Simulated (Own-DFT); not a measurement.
InAs (zincblende, strongly disordered by large displacements), GaP (zincblende, strongly disordered by large displacements) (calculated)

Computed with Own-DFT development build. A calculation, not a measurement: plane-wave PBE density functional theory by an unreviewed code, no spin, of a simulated periodic cell, stress positive in tension, free energy of the whole cell less one offset for each atom, forces on such cells passed a denser k mesh, this cell's mesh not checked; broken bonds can close the gap or carry spin, so checks made on this kind of crystal may not hold here; offsets are fitted by least squares, one for each functional and potential file, so energies compare only between cells with the same atoms and settings and are not formation energies; the far tail of each file's local potential was reset to the Coulomb form; each entry is a single point on an unrelaxed cell, so the pressure reflects the starting lattice, mostly measured values (interpolated for alloys), from which strain is counted, and rises with the displacements; printed positions are rounded, which can move forces by about a meV/angstrom; the program, named Own-DFT, is a retired in-house code; no spin-orbit coupling.

Settings shared by all entries: functional PBE; potential files PseudoDojo norm-conserving, scalar-relativistic, standard set; wave cutoff 42 hartree; occupations Fermi-Dirac; smearing width 0.1 eV; k mesh 3 x 3 x 3 centred on Gamma.

```json
{"entry": 1, "formula": "InAs", "kind": "zincblende, strongly disordered by large displacements", "structure": {"cell_angstrom": [[12.1166, 0.0, 0.0], [0.0, 12.1166, 0.0], [0.0, 0.0, 12.1166]], "atoms_fractional": [["In", 0.0048, 0.01399, 0.99496], ["In", 0.00414, 0.26586, 0.27291], ["In", 0.23276, 0.00381, 0.24995], ["In", 0.23982, 0.23434, 0.02516], ["As", 0.11445, 0.10674, 0.1538], ["As", 0.12895, 0.40804, 0.37769], ["As", 0.39429, 0.12116, 0.39028], ["As", 0.35555, 0.40204, 0.10184], ["In", 0.00259, 0.99453, 0.49182], ["In", 0.01708, 0.24275, 0.75402], ["In", 0.25236, 0.9953, 0.75994], ["In", 0.23022, 0.23898, 0.53477], ["As", 0.11481, 0.11598, 0.61492], ["As", 0.13099, 0.38149, 0.84487], ["As", 0.3685, 0.12362, 0.84927], ["As", 0.36686, 0.37691, 0.63538], ["In", 0.99404, 0.50619, 0.99402], ["In", 0.02296, 0.77592, 0.26423], ["In", 0.23102, 0.51372, 0.26817], ["In", 0.23386, 0.75373, 0.99033], ["As", 0.12078, 0.61344, 0.1124], ["As", 0.12112, 0.85767, 0.39634], ["As", 0.35446, 0.65211, 0.38078], ["As", 0.36207, 0.85409, 0.11875], ["In", 0.01448, 0.48532, 0.51294], ["In", 0.99196, 0.73914, 0.75415], ["In", 0.23832, 0.49702, 0.75668], ["In", 0.26329, 0.74613, 0.50716], ["As", 0.10765, 0.64374, 0.6284], ["As", 0.08007, 0.87409, 0.86254], ["As", 0.38635, 0.62771, 0.87375], ["As", 0.38252, 0.89107, 0.61493], ["In", 0.52174, 0.97276, 0.9859], ["In", 0.48367, 0.25119, 0.23869], ["In", 0.75524, 0.0048, 0.24305], ["In", 0.72502, 0.28765, 0.0119], ["As", 0.61913, 0.13544, 0.11455], ["As", 0.60775, 0.35681, 0.33466], ["As", 0.86226, 0.11507, 0.36142], ["As", 0.8754, 0.36455, 0.10872], ["In", 0.49355, 0.99729, 0.50368], ["In", 0.47384, 0.23767, 0.75072], ["In", 0.74901, 0.9576, 0.72007], ["In", 0.75832, 0.25518, 0.53353], ["As", 0.62706, 0.14751, 0.59329], ["As", 0.63617, 0.38947, 0.89302], ["As", 0.87005, 0.15395, 0.87365], ["As", 0.84808, 0.37917, 0.62195], ["In", 0.49275, 0.49383, 0.99444], ["In", 0.50632, 0.72633, 0.26256], ["In", 0.74167, 0.48295, 0.22238], ["In", 0.75412, 0.75341, 0.02098], ["As", 0.64767, 0.63184, 0.13808], ["As", 0.64024, 0.87146, 0.37244], ["As", 0.8597, 0.65134, 0.38615], ["As", 0.90826, 0.87957, 0.12155], ["In", 0.485, 0.51165, 0.53117], ["In", 0.49425, 0.75548, 0.74499], ["In", 0.77128, 0.47574, 0.76395], ["In", 0.72508, 0.74775, 0.48747], ["As", 0.63194, 0.61512, 0.65021], ["As", 0.62315, 0.88413, 0.86743], ["As", 0.87481, 0.62423, 0.85099], ["As", 0.88696, 0.87368, 0.61966]]}, "settings": {"hardware": "one NVIDIA H200"}, "results": {"free_energy_of_cell_above_offsets [eV]": "-0.427", "pressure [GPa]": 9.22, "stress_xx [GPa]": -9.31, "stress_yy [GPa]": -9.37, "stress_zz [GPa]": -8.98, "stress_yz [GPa]": -0.14, "stress_xz [GPa]": 1.68, "stress_xy [GPa]": -2.53, "force_element": ["In", "In", "In", "In", "As", "As", "As", "As", "In", "In", "In", "In", "As", "As", "As", "As", "In", "In", "In", "In", "As", "As", "As", "As", "In", "In", "In", "In", "As", "As", "As", "As", "In", "In", "In", "In", "As", "As", "As", "As", "In", "In", "In", "In", "As", "As", "As", "As", "In", "In", "In", "In", "As", "As", "As", "As", "In", "In", "In", "In", "As", "As", "As", "As"], "force_x [eV/angstrom]": [-1.213, -0.867, 4.657, 0.247, -2.829, -1.091, -3.326, -1.482, -1.515, -1.498, -2.21, 3.529, -1.584, -3.133, -1.341, -0.659, -0.362, -3.251, 3.369, -0.307, 0.245, 3.486, 2.974, 1.291, -3.103, -0.588, 3.547, -2.856, 2.656, 3.705, -1.768, -2.226, -4.582, -2.561, -1.315, 2.003, -0.305, 2.698, 2.181, 2.908, 4.003, 4.325, -1.599, 0.336, -4.802, -3.875, -0.543, 6.605, 1.526, 0.187, 1.388, 1.286, -2.815, -3.082, 2.842, -1.901, 0.705, 0.371, -2.046, 0.68, -0.019, 3.722, -1.757, 0.939], "force_y [eV/angstrom]": [1.574, -0.514, -3.393, 0.333, 3.799, -5.405, 1.771, -1.756, 0.757, -0.275, -1.802, 2.753, -2.354, -3.109, -1.739, -0.2, -0.992, -3.83, 2.79, -0.529, 1.549, 2.687, -4.295, 1.295, 2.348, 1.257, 4.83, 2.712, -1.882, 1.508, 0.369, -2.359, 4.06, -1.516, -1.443, -5.319, -1.547, 2.813, 2.558, 0.881, 0.404, 2.827, 3.529, -1.816, -4.514, 1.811, -1.275, 2.797, 1.985, 1.573, -0.9, 1.152, 0.005, 2.722, -2.843, -0.059, 0.141, -0.1, 1.662, -1.492, 0.677, -4.129, -0.55, -1.992], "force_z [eV/angstrom]": [-0.67, -0.652, 3.451, -1.276, -2.708, 1.898, -2.027, 2.506, -0.768, -0.568, -1.374, -3.08, 2.346, 5.081, 5.484, -0.388, -1.184, -3.344, -3.862, -0.968, 1.318, 2.04, -2.913, 0.898, 1.48, -1.832, -2.657, 4.193, -1.324, 1.176, -0.306, 2.625, 4.755, -1.892, -2.391, 2.137, 0.046, 3.521, 2.99, 1.74, -1.571, -2.601, 1.355, -6.833, 3.592, -4.799, 0.449, 0.434, 0.013, -0.668, 2.423, -1.868, -1.087, -1.848, -2.076, 0.201, -1.845, -0.107, 1.409, 4.117, -0.79, -3.344, 3.632, -1.69], "wall_time [s]": 1159.0}}
{"entry": 2, "formula": "InAs", "kind": "zincblende, strongly disordered by large displacements", "structure": {"cell_angstrom": [[12.1166, 0.0, 0.0], [0.0, 12.1166, 0.0], [0.0, 0.0, 12.1166]], "atoms_fractional": [["In", 0.9804, 0.02596, 0.99582], ["In", 0.00846, 0.25255, 0.26105], ["In", 0.22449, 0.02472, 0.2699], ["In", 0.2373, 0.23374, 0.99809], ["As", 0.09686, 0.13571, 0.14459], ["As", 0.10613, 0.37584, 0.37814], ["As", 0.38477, 0.13292, 0.3821], ["As", 0.3917, 0.37766, 0.13642], ["In", 0.99109, 0.98235, 0.49042], ["In", 0.02615, 0.22644, 0.72685], ["In", 0.26558, 0.00102, 0.73394], ["In", 0.25449, 0.25902, 0.4665], ["As", 0.11834, 0.1308, 0.62792], ["As", 0.13656, 0.38079, 0.87907], ["As", 0.37293, 0.12646, 0.87959], ["As", 0.38937, 0.39537, 0.64068], ["In", 0.99185, 0.51546, 0.03183], ["In", 0.98818, 0.73438, 0.21442], ["In", 0.2699, 0.51289, 0.24679], ["In", 0.25007, 0.75303, 0.98821], ["As", 0.08867, 0.61579, 0.14833], ["As", 0.10729, 0.85438, 0.38439], ["As", 0.38113, 0.62649, 0.34407], ["As", 0.35156, 0.87052, 0.12572], ["In", 0.999, 0.48676, 0.48954], ["In", 0.96394, 0.76635, 0.7509], ["In", 0.24436, 0.49733, 0.74093], ["In", 0.2238, 0.74621, 0.50536], ["As", 0.14714, 0.62522, 0.60594], ["As", 0.11043, 0.85728, 0.86729], ["As", 0.35994, 0.63472, 0.84761], ["As", 0.35206, 0.88279, 0.63741], ["In", 0.49691, 0.0239, 0.99904], ["In", 0.4858, 0.24719, 0.24852], ["In", 0.7424, 0.98487, 0.25893], ["In", 0.77748, 0.26125, 0.97715], ["As", 0.62531, 0.12098, 0.13035], ["As", 0.62113, 0.3813, 0.36306], ["As", 0.88249, 0.11304, 0.38346], ["As", 0.88678, 0.37154, 0.129], ["In", 0.5408, 0.00529, 0.48932], ["In", 0.48312, 0.23598, 0.7448], ["In", 0.73851, 0.00879, 0.72926], ["In", 0.75069, 0.27574, 0.47846], ["As", 0.64126, 0.11458, 0.62566], ["As", 0.63718, 0.38611, 0.90528], ["As", 0.87239, 0.12434, 0.89934], ["As", 0.88146, 0.36606, 0.64157], ["In", 0.48207, 0.51831, 0.98837], ["In", 0.50742, 0.72804, 0.23512], ["In", 0.76488, 0.50864, 0.23283], ["In", 0.75076, 0.74637, 0.02855], ["As", 0.62721, 0.65766, 0.10965], ["As", 0.62409, 0.89296, 0.36613], ["As", 0.86702, 0.63716, 0.34511], ["As", 0.88396, 0.86473, 0.13969], ["In", 0.49271, 0.48539, 0.50769], ["In", 0.50458, 0.73759, 0.76404], ["In", 0.75267, 0.51632, 0.77004], ["In", 0.77164, 0.73611, 0.4925], ["As", 0.65854, 0.66413, 0.6245], ["As", 0.63878, 0.85536, 0.87656], ["As", 0.88376, 0.63665, 0.88088], ["As", 0.9116, 0.87435, 0.62006]]}, "results": {"free_energy_of_cell_above_offsets [eV]": "6.832", "pressure [GPa]": 11.15, "stress_xx [GPa]": -10.47, "stress_yy [GPa]": -11.75, "stress_zz [GPa]": -11.23, "stress_yz [GPa]": 0.16, "stress_xz [GPa]": 2.59, "stress_xy [GPa]": 2.57, "force_element": ["In", "In", "In", "In", "As", "As", "As", "As", "In", "In", "In", "In", "As", "As", "As", "As", "In", "In", "In", "In", "As", "As", "As", "As", "In", "In", "In", "In", "As", "As", "As", "As", "In", "In", "In", "In", "As", "As", "As", "As", "In", "In", "In", "In", "As", "As", "As", "As", "In", "In", "In", "In", "As", "As", "As", "As", "In", "In", "In", "In", "As", "As", "As", "As"], "force_x [eV/angstrom]": [5.187, -3.263, 0.729, 0.115, 2.573, 3.768, 0.051, -2.046, 2.464, -7.19, -4.747, -0.776, 7.851, -1.548, -1.25, -1.354, -1.46, -2.018, -3.602, -0.98, 11.4, 0.231, 0.85, 1.13, -2.097, 3.027, -0.987, 5.242, -5.146, 0.529, -0.676, 5.417, 0.849, 2.415, 3.459, -2.345, 0.908, -0.452, -1.56, -1.029, -3.659, 1.798, 4.535, 1.387, -3.663, -1.689, -2.471, -0.723, 0.486, -1.505, -2.336, 6.556, -4.213, -1.309, 1.143, -2.774, 2.337, 1.173, -0.249, 1.16, -3.329, -0.159, -0.572, -5.589], "force_y [eV/angstrom]": [-6.189, 0.924, -2.063, 1.179, -2.394, 0.22, -2.036, 0.988, 2.702, 8.053, 4.698, 0.772, -7.785, -0.276, -0.228, -2.724, -2.733, 5.425, -2.77, -0.143, -4.513, 0.843, 1.583, 1.173, 2.714, -3.746, -0.022, 4.831, -5.689, 2.187, -1.239, -5.741, -2.849, -0.797, 2.841, 2.369, 1.089, 0.773, 1.593, -1.061, 1.118, 0.758, -5.438, -1.275, 6.324, 0.512, 0.818, 0.813, -0.235, 3.933, -1.01, 4.833, -7.745, -6.442, -0.998, 5.172, 2.678, 2.077, -0.728, 3.025, -3.076, 2.089, -0.997, 1.836], "force_z [eV/angstrom]": [4.324, 1.563, 0.127, 1.048, -3.481, -1.553, 0.202, -2.551, -1.025, 8.57, 4.567, 2.51, -8.394, 0.221, -0.805, 0.491, -5.381, 6.244, -1.924, 0.472, -1.377, -2.883, 5.387, 0.779, 2.657, 3.72, 0.289, -3.641, 4.466, 0.597, 1.825, -5.138, 0.759, 0.098, -2.893, 3.334, -0.041, -0.723, -1.239, 0.177, 2.398, -0.05, 5.232, 1.524, -3.389, -1.856, -8.042, -0.506, 0.491, 1.415, -0.574, -5.416, 1.898, 0.365, 2.272, -2.531, -2.612, -1.814, -0.932, -1.618, 2.627, 0.123, 1.635, -2.022]}}
{"entry": 3, "formula": "GaP", "kind": "zincblende, strongly disordered by large displacements", "structure": {"cell_angstrom": [[10.901, 0.0, 0.0], [0.0, 10.901, 0.0], [0.0, 0.0, 10.901]], "atoms_fractional": [["Ga", 0.00716, 0.9678, 0.0222], ["Ga", 0.02392, 0.24168, 0.2672], ["Ga", 0.23182, 0.98311, 0.23688], ["Ga", 0.24573, 0.2164, 0.99018], ["P", 0.15571, 0.09496, 0.12945], ["P", 0.13231, 0.39334, 0.38165], ["P", 0.42647, 0.1309, 0.3672], ["P", 0.37345, 0.34316, 0.16866], ["Ga", 0.02157, 0.96943, 0.52165], ["Ga", 0.96717, 0.27369, 0.74186], ["Ga", 0.26646, 0.98518, 0.75655], ["Ga", 0.24745, 0.22936, 0.47577], ["P", 0.10462, 0.18596, 0.65259], ["P", 0.12254, 0.39806, 0.858], ["P", 0.36132, 0.14356, 0.88037], ["P", 0.34922, 0.36176, 0.6494], ["Ga", 0.00778, 0.47604, 0.96095], ["Ga", 0.99867, 0.71698, 0.32068], ["Ga", 0.2153, 0.44418, 0.22807], ["Ga", 0.21404, 0.7019, 0.95455], ["P", 0.08737, 0.62357, 0.12911], ["P", 0.11119, 0.89129, 0.39089], ["P", 0.37797, 0.64301, 0.42387], ["P", 0.38782, 0.87399, 0.17602], ["Ga", 0.00853, 0.48674, 0.52514], ["Ga", 0.04073, 0.72553, 0.76394], ["Ga", 0.23254, 0.48494, 0.66362], ["Ga", 0.24245, 0.7865, 0.51467], ["P", 0.15458, 0.62572, 0.60077], ["P", 0.09579, 0.85533, 0.86378], ["P", 0.38309, 0.60901, 0.87735], ["P", 0.38955, 0.88375, 0.59111], ["Ga", 0.38939, 0.96232, 0.02756], ["Ga", 0.5271, 0.21955, 0.23486], ["Ga", 0.74982, 0.01844, 0.28885], ["Ga", 0.75645, 0.29119, 0.05957], ["P", 0.61215, 0.13992, 0.09236], ["P", 0.59948, 0.38475, 0.40459], ["P", 0.9121, 0.06076, 0.36756], ["P", 0.8797, 0.39928, 0.11412], ["Ga", 0.49597, 0.06432, 0.51614], ["Ga", 0.49508, 0.21661, 0.80206], ["Ga", 0.79069, 0.00511, 0.80456], ["Ga", 0.79603, 0.23259, 0.46253], ["P", 0.66273, 0.08305, 0.58178], ["P", 0.59428, 0.40616, 0.87482], ["P", 0.88669, 0.087, 0.92256], ["P", 0.85618, 0.33613, 0.62512], ["Ga", 0.48811, 0.50658, 0.96697], ["Ga", 0.54402, 0.72467, 0.31346], ["Ga", 0.70087, 0.50461, 0.27253], ["Ga", 0.74196, 0.80536, 0.03027], ["P", 0.68192, 0.64818, 0.10953], ["P", 0.63528, 0.91354, 0.4044], ["P", 0.85881, 0.64846, 0.42218], ["P", 0.88702, 0.87286, 0.09543], ["Ga", 0.47055, 0.50237, 0.46247], ["Ga", 0.45071, 0.76219, 0.75582], ["Ga", 0.71458, 0.49681, 0.73202], ["Ga", 0.74612, 0.79483, 0.46328], ["P", 0.6537, 0.63772, 0.64007], ["P", 0.63804, 0.93325, 0.88897], ["P", 0.86031, 0.60288, 0.90784], ["P", 0.83571, 0.86636, 0.61743]]}, "settings": {"hardware": "one NVIDIA H100"}, "results": {"free_energy_of_cell_above_offsets [eV]": "41.257", "pressure [GPa]": 19.99, "stress_xx [GPa]": -23.62, "stress_yy [GPa]": -18.97, "stress_zz [GPa]": -17.37, "stress_yz [GPa]": 2.22, "stress_xz [GPa]": -0.28, "stress_xy [GPa]": 4.3, "force_element": ["Ga", "Ga", "Ga", "Ga", "P", "P", "P", "P", "Ga", "Ga", "Ga", "Ga", "P", "P", "P", "P", "Ga", "Ga", "Ga", "Ga", "P", "P", "P", "P", "Ga", "Ga", "Ga", "Ga", "P", "P", "P", "P", "Ga", "Ga", "Ga", "Ga", "P", "P", "P", "P", "Ga", "Ga", "Ga", "Ga", "P", "P", "P", "P", "Ga", "Ga", "Ga", "Ga", "P", "P", "P", "P", "Ga", "Ga", "Ga", "Ga", "P", "P", "P", "P"], "force_x [eV/angstrom]": [8.162, -1.217, 3.77, -4.646, -5.83, -2.475, -7.144, 0.137, -4.693, 3.261, -1.149, 0.303, 4.798, 5.901, -2.393, 7.624, -5.125, 3.17, 1.117, -0.141, 1.413, 4.198, -4.223, 1.165, -2.049, -5.161, -1.774, -0.866, -5.403, 4.854, -6.725, 1.397, 1.218, 0.301, -2.529, -6.415, 3.226, 3.91, 3.472, 5.91, -2.479, 8.33, -2.43, -1.348, 5.834, 6.015, 3.728, -5.946, 0.419, -0.245, 1.987, -5.634, -3.293, -7.806, -0.871, 0.185, 1.01, 2.862, 3.333, 2.53, -3.458, -4.869, -1.047, 3.846], "force_y [eV/angstrom]": [5.015, -0.615, -4.858, 5.624, 6.077, -2.533, 0.207, 0.606, 3.978, -1.987, 0.483, 0.657, -5.338, -5.008, -8.846, -7.519, 4.032, 1.632, 4.143, -0.038, -0.813, -3.88, 6.291, -5.675, 0.217, -7.056, -0.531, -0.828, 6.636, 7.241, 5.338, 2.08, 4.477, 4.067, 0.363, -5.935, -2.541, -4.107, 4.014, 3.923, -3.006, 5.219, -3.499, -1.178, 1.421, -7.338, 7.693, 6.089, -0.324, 0.63, 1.354, 0.261, -4.666, 3.766, -5.909, -2.625, -4.137, 0.314, -4.216, -5.026, 5.785, -2.5, 1.373, 1.526], "force_z [eV/angstrom]": [-3.038, -1.04, 6.424, 4.772, -4.837, 4.257, -2.387, -3.324, 7.703, 8.964, -0.452, 1.103, -3.216, -4.731, -0.096, -2.187, 5.859, -4.03, -4.65, 2.035, 0.156, -5.986, -3.198, 6.266, 0.024, -5.539, 5.177, -1.918, -1.489, 4.057, -4.701, 2.477, -8.011, 1.731, -5.424, -3.414, -2.535, -1.943, 0.731, 4.708, 3.738, -5.277, -8.427, -0.689, 3.402, -3.744, 3.769, -4.637, 10.3, -1.527, -0.74, -5.458, 2.186, -2.664, 0.609, 10.06, 4.896, -0.077, 2.949, 2.808, -3.542, 1.616, -2.091, 4.244], "wall_time [s]": 616.7}}
{"entry": 4, "formula": "GaP", "kind": "zincblende, strongly disordered by large displacements", "structure": {"cell_angstrom": [[10.901, 0.0, 0.0], [0.0, 10.901, 0.0], [0.0, 0.0, 10.901]], "atoms_fractional": [["Ga", 0.03279, 0.97923, 0.01467], ["Ga", 0.01115, 0.25495, 0.18437], ["Ga", 0.19659, 0.95865, 0.20321], ["Ga", 0.27411, 0.24615, 0.95441], ["P", 0.14363, 0.14667, 0.11752], ["P", 0.09461, 0.39573, 0.34134], ["P", 0.40226, 0.07919, 0.32013], ["P", 0.33893, 0.40175, 0.15324], ["Ga", 0.02513, 0.02471, 0.47596], ["Ga", 0.02925, 0.25036, 0.7421], ["Ga", 0.28821, 0.02855, 0.7314], ["Ga", 0.28987, 0.23735, 0.49797], ["P", 0.09229, 0.13899, 0.61305], ["P", 0.07453, 0.31598, 0.90759], ["P", 0.41999, 0.0785, 0.87051], ["P", 0.39561, 0.38604, 0.62509], ["Ga", 0.02022, 0.47497, 0.98359], ["Ga", 0.98669, 0.75512, 0.26534], ["Ga", 0.20518, 0.51607, 0.26518], ["Ga", 0.24194, 0.75457, 0.99237], ["P", 0.15407, 0.58973, 0.10485], ["P", 0.09745, 0.86497, 0.36234], ["P", 0.37142, 0.58976, 0.31954], ["P", 0.3736, 0.77175, 0.11931], ["Ga", 0.04368, 0.4434, 0.51128], ["Ga", 0.07167, 0.75057, 0.72284], ["Ga", 0.24649, 0.4455, 0.71162], ["Ga", 0.24118, 0.68466, 0.52445], ["P", 0.11528, 0.60187, 0.62713], ["P", 0.08179, 0.89129, 0.85892], ["P", 0.37828, 0.61296, 0.83246], ["P", 0.32953, 0.88645, 0.56527], ["Ga", 0.50263, 0.97151, 0.00829], ["Ga", 0.4561, 0.27051, 0.20608], ["Ga", 0.76544, 0.96954, 0.26112], ["Ga", 0.77307, 0.25732, 0.98081], ["P", 0.62569, 0.16525, 0.1673], ["P", 0.6426, 0.3602, 0.33932], ["P", 0.91839, 0.11602, 0.35757], ["P", 0.85779, 0.39718, 0.2194], ["Ga", 0.52856, 0.99364, 0.54266], ["Ga", 0.50062, 0.22967, 0.757], ["Ga", 0.73469, 0.98121, 0.70414], ["Ga", 0.73742, 0.30112, 0.48513], ["P", 0.59216, 0.15417, 0.61678], ["P", 0.62057, 0.42629, 0.84331], ["P", 0.89374, 0.14081, 0.89722], ["P", 0.89174, 0.3912, 0.61254], ["Ga", 0.54336, 0.49049, 0.02953], ["Ga", 0.50462, 0.79173, 0.24372], ["Ga", 0.74653, 0.52212, 0.29526], ["Ga", 0.71969, 0.72818, 0.00374], ["P", 0.62683, 0.59416, 0.15915], ["P", 0.59967, 0.91983, 0.39022], ["P", 0.94718, 0.62044, 0.39437], ["P", 0.89369, 0.84257, 0.13677], ["Ga", 0.48446, 0.46817, 0.47687], ["Ga", 0.48449, 0.74662, 0.77475], ["Ga", 0.7471, 0.4416, 0.71392], ["Ga", 0.70113, 0.76719, 0.48921], ["P", 0.63811, 0.65443, 0.67142], ["P", 0.63218, 0.92818, 0.87878], ["P", 0.92328, 0.62825, 0.90072], ["P", 0.90202, 0.91353, 0.67]]}, "settings": {"hardware": "one NVIDIA H100"}, "results": {"free_energy_of_cell_above_offsets [eV]": "32.763", "pressure [GPa]": 14.87, "stress_xx [GPa]": -14.77, "stress_yy [GPa]": -12.2, "stress_zz [GPa]": -17.65, "stress_yz [GPa]": -2.34, "stress_xz [GPa]": 1.78, "stress_xy [GPa]": 2.35, "force_element": ["Ga", "Ga", "Ga", "Ga", "P", "P", "P", "P", "Ga", "Ga", "Ga", "Ga", "P", "P", "P", "P", "Ga", "Ga", "Ga", "Ga", "P", "P", "P", "P", "Ga", "Ga", "Ga", "Ga", "P", "P", "P", "P", "Ga", "Ga", "Ga", "Ga", "P", "P", "P", "P", "Ga", "Ga", "Ga", "Ga", "P", "P", "P", "P", "Ga", "Ga", "Ga", "Ga", "P", "P", "P", "P", "Ga", "Ga", "Ga", "Ga", "P", "P", "P", "P"], "force_x [eV/angstrom]": [-2.296, -3.959, 1.92, 0.462, 4.029, -1.676, -0.729, -0.708, 0.427, -4.1, -3.029, -0.688, 5.768, 2.939, -1.874, 2.774, -1.3, 0.399, 1.272, -3.706, -2.509, 4.66, 3.525, -0.155, 0.503, -3.033, -4.327, 4.9, -1.674, 3.462, -4.179, 0.744, -1.16, 1.987, 0.888, -3.615, 1.629, -4.553, -4.599, 3.753, -4.564, -1.422, -3.676, 2.966, 5.733, -3.509, 2.159, 0.219, -3.594, 3.472, 0.644, 1.831, 0.442, 1.993, -3.311, -4.39, 1.958, 3.178, 0.067, 1.309, 1.157, 2.385, -1.678, 4.465], "force_y [eV/angstrom]": [2.523, 2.112, 0.059, 0.061, -3.622, -6.105, 0.846, 1.881, -4.249, 1.514, -1.59, -0.911, -1.262, -2.313, 3.049, -3.829, 3.705, -4.132, 1.368, -0.919, 2.943, 1.837, 2.091, 1.787, 1.727, 2.776, 2.292, 3.314, -5.905, -0.598, -3.945, 0.562, -0.558, -3.819, 1.633, 2.552, -1.498, 0.129, 3.098, -4.443, -1.306, 3.994, 2.095, -3.094, 1.001, -2.935, -2.414, -3.252, -2.348, -0.396, 5.123, 0.563, 5.506, -2.124, -1.729, 2.804, 1.997, 4.907, 3.548, -1.588, -0.676, -3.335, 1.329, -1.832], "force_z [eV/angstrom]": [3.593, 3.029, 0.791, 1.113, -2.676, -1.229, 0.645, -4.204, 1.565, -1.035, -1.956, -0.96, -1.096, 1.729, -0.066, -0.122, 2.754, -0.646, 1.601, -4.652, -4.675, 3.545, 3.298, -0.455, 1.878, 2.396, 3.761, -4.609, 0.844, -2.513, 3.399, 0.895, 6.052, 2.127, 0.136, 2.591, -1.862, -2.348, -3.428, -4.036, 2.262, 3.639, 0.613, 4.004, -2.856, 3.883, -1.761, -0.228, -2.833, 3.579, 3.557, -0.413, 1.154, -5.312, 1.931, -5.194, -2.946, -1.997, -0.77, 1.496, -2.177, -1.77, -1.111, -1.925], "wall_time [s]": 603.5}}
```
